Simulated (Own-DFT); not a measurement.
InGa₃As₄ (zincblende random alloy, strained, atoms displaced) (calculated)

A calculation, not a measurement: plane-wave PBE density functional theory by an unreviewed code, no spin, of a simulated periodic cell, stress positive in tension, free energy of the whole cell less one offset for each atom, forces on such cells passed a denser k mesh, this cell's mesh not checked; offsets are fitted by least squares, one for each functional and potential file, so energies compare only between cells with the same atoms and settings and are not formation energies; the far tail of each file's local potential was reset to the Coulomb form; each entry is a single point on an unrelaxed cell, so the pressure reflects the starting lattice, mostly measured values, from which strain is counted, and rises with the displacements; printed positions are rounded, which can move forces by about a meV/angstrom; the program is a retired in-house code; no spin-orbit coupling. Program: Own-DFT development build.

## InGa₃As₄ (zincblende random alloy, strained, atoms displaced)

```
cell vectors (Å)
  11.5902     0.0375    -0.2074
   0.0375    11.4537     0.1172
  -0.2074     0.1172    11.4778
atoms (fractions of the cell vectors)
Ga  0.99397  0.99911  0.99914
Ga  0.00186  0.24014  0.24257
Ga  0.25043  0.99592  0.25330
Ga  0.24502  0.24886  0.00286
As  0.13253  0.12161  0.12683
As  0.12497  0.37496  0.36590
As  0.37711  0.12688  0.37086
As  0.37037  0.36983  0.13396
Ga  0.99580  0.99333  0.50122
Ga  0.00858  0.25020  0.74627
Ga  0.25401  0.99861  0.75342
In  0.25244  0.25398  0.49807
As  0.12335  0.12893  0.61877
As  0.11899  0.37364  0.87134
As  0.37425  0.12447  0.87886
As  0.37191  0.37559  0.62774
Ga  0.99899  0.50482  0.00184
Ga  0.99234  0.74223  0.24603
In  0.24931  0.51096  0.24512
Ga  0.24814  0.74662  0.00919
As  0.12899  0.62703  0.12204
As  0.12902  0.87781  0.37400
As  0.37321  0.62696  0.36855
As  0.37314  0.87300  0.11721
In  0.99437  0.50676  0.50426
Ga  0.00484  0.75484  0.74502
Ga  0.23848  0.50177  0.74395
Ga  0.24518  0.75481  0.49493
As  0.12308  0.62172  0.62450
As  0.12662  0.88440  0.87074
As  0.37595  0.62610  0.87411
As  0.37256  0.87165  0.62895
In  0.50191  0.99732  0.00236
Ga  0.50031  0.24536  0.24788
Ga  0.74550  0.99451  0.24912
Ga  0.75385  0.25011  0.99505
As  0.61974  0.12516  0.12657
As  0.62535  0.36830  0.36872
As  0.87301  0.12302  0.37375
As  0.87551  0.36824  0.13221
Ga  0.50363  0.99959  0.49763
Ga  0.50061  0.24780  0.76343
In  0.75049  0.99833  0.74408
In  0.74543  0.24554  0.50120
As  0.62491  0.13130  0.62406
As  0.62094  0.37952  0.87332
As  0.87606  0.12640  0.86749
As  0.88517  0.37311  0.63030
In  0.49890  0.50623  0.00119
Ga  0.49852  0.74134  0.24730
Ga  0.74998  0.49757  0.25043
Ga  0.74771  0.75290  0.00271
As  0.62498  0.63181  0.12966
As  0.63029  0.87383  0.37411
As  0.87698  0.62366  0.37619
As  0.87927  0.87407  0.11640
Ga  0.50076  0.50082  0.50671
Ga  0.49229  0.74250  0.74173
In  0.75093  0.50195  0.75248
Ga  0.74471  0.75124  0.49741
As  0.63342  0.62912  0.62636
As  0.62384  0.87632  0.88019
As  0.87418  0.61784  0.87636
As  0.87867  0.87143  0.62630
```

It was run with functional PBE, potential files PseudoDojo norm-conserving, scalar-relativistic, standard set, wave cutoff 42 hartree, occupations Fermi-Dirac, smearing width 0.1 eV and k mesh 3 x 3 x 3 centred on Gamma.

Results for InGa₃As₄ (zincblende random alloy, strained, atoms displaced): free energy of cell above offsets -21.169 eV; pressure 5.07 GPa; stress xx -4.74 GPa; stress yy -5.24 GPa; stress zz -5.24 GPa; stress yz 2.21 GPa; stress xz -2.83 GPa; stress xy 0.51 GPa.

Force:
```csv
element,x (eV/Å),y (eV/Å),z (eV/Å)
Ga,0.969,0.513,-0.356
Ga,0.378,-0.065,0.847
Ga,0.817,-0.075,-0.266
Ga,0.437,0.269,-0.306
As,-1.015,-0.277,-0.478
As,-1.512,0.206,-0.318
As,0.45,-0.971,-0.216
As,0.36,-0.434,-1.161
Ga,0.451,0.445,-0.291
Ga,-0.154,-0.812,0.267
Ga,-0.174,0.563,-0.633
In,0.036,-0.546,-0.452
As,-0.365,-1.379,0.929
As,0.508,0.577,0.758
As,-1.114,1.048,-0.764
As,1.201,1.047,1.24
Ga,0.167,-1.042,0.282
Ga,0.842,0.54,0.135
In,0.408,-2.312,0.847
Ga,0.162,0.584,-1.653
As,-2.658,1.38,-1.338
As,-1.456,-0.116,-0.388
As,1.278,1.119,2.238
As,-0.737,-0.638,1.935
In,1.213,-2.195,-0.474
Ga,0.317,-0.78,0.95
Ga,1.319,-0.72,1.086
Ga,0.729,-0.81,0.623
As,0.872,2.454,0.319
As,-0.293,-0.87,0.773
As,-2.124,0.972,-1.26
As,-0.073,0.736,-0.967
In,0.011,-0.141,-0.074
Ga,0.05,-0.025,0.144
Ga,0.779,0.36,-0.285
Ga,-0.249,-0.115,0.201
As,1.56,1.024,0.48
As,-1.208,1.822,-0.405
As,0.665,-0.824,-0.778
As,-0.182,0.842,-0.94
Ga,-0.22,-0.111,0.226
Ga,-0.307,0.04,-0.877
In,-0.165,-0.644,0.556
In,1.815,0.689,-0.12
As,-2.671,-0.614,0.771
As,0.24,-1.297,0.581
As,0.755,1.008,0.971
As,-1.122,-0.549,0.158
In,0.146,-1.45,1.062
Ga,-0.075,1.046,0.312
Ga,0.043,-0.119,0.083
Ga,0.374,-0.564,-0.357
As,1.133,0.047,0.268
As,-1.273,0.084,-0.364
As,-2.233,1.614,-1.611
As,-0.749,0.059,0.917
Ga,0.07,-0.177,-0.565
Ga,0.953,0.172,0.871
In,0.469,-1.718,-0.432
Ga,1.116,-0.264,0.206
As,-1.869,0.906,-1.308
As,0.059,-1.583,-1.388
As,1.035,2.613,1.044
As,-0.19,-0.543,-1.255
```
